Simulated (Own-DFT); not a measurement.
# Misfit strain and the stress it brings: wurtzite GaN, 72 atoms (Ga36N36)

The numbers are computed, not measured, by runs of the plane-wave DFT program Own-DFT (in-house, retired, unreviewed) at fixed positions, with no spin and no spin-orbit coupling.

Common settings: PBE; PseudoDojo norm-conserving scalar-relativistic files; cutoff 42 hartree; 4 x 4 x 3 k mesh centred on Gamma; Fermi-Dirac smearing of 0.1 eV.

Known weak points: forces not confirmed at this smearing and k mesh; stress not checked against mesh or cutoff.

Unstrained cell vectors in Å: (9.567, 0.000, 0.000); (-4.784, 8.285, 0.000); (0.000, 0.000, 10.370). The unstrained cell has measured lattice constants (interpolated for alloys), not those of this functional. That, the random moves and any unrelaxed bonds set the pressure at no strain. Each run strains x and y alike by e, as a substrate would, and holds the height along z. Random moves of width 0.05 Å per axis were added to every atom. Stress is positive in tension.

```
e (%),u (Å),(s_xx + s_yy)/2 (GPa),s_zz (GPa)
-2.25,0.051,-20.78,-11.86
-1.25,0.047,?,?
-1.00,0.050,-12.23,-10.22
-0.75,0.050,-11.09,-9.86
0.75,0.048,-3.43,-6.80
1.00,0.047,-2.09,-6.48
1.75,0.049,1.36,-6.34
2.25,0.051,3.73,-6.09
2.50,0.049,3.91,-2.90
3.00,0.050,6.51,-5.07
```

## Working it out

With e as a fraction, the in-plane stress is -7.0 + 533 e - 3059 e² GPa (errors 8 and 475, scatter 0.35), and s_zz is -8.5 + 149 e GPa (slope ± 19, scatter 0.96). At e = 0 the first slope is C11 + C12 and the second 2 C13, both with the ions held to the strained lattice and at the cell's own pressure. The term in e² is negative: the layer stiffens under compression and softens under tension. A free layer would change its height as e changes, and the in-plane slope would drop by 2 C13²/C33 to the biaxial modulus. At fixed height, a misfit of 1 % moves the in-plane stress by about 5.3 GPa and s_zz by 1.5 GPa.

## Test on the hidden row

The question: what are the two stresses at e = -1.25 %?

Estimate: -14.1 and -10.4 GPa. The calculation gave -14.90 and -9.24 GPa.
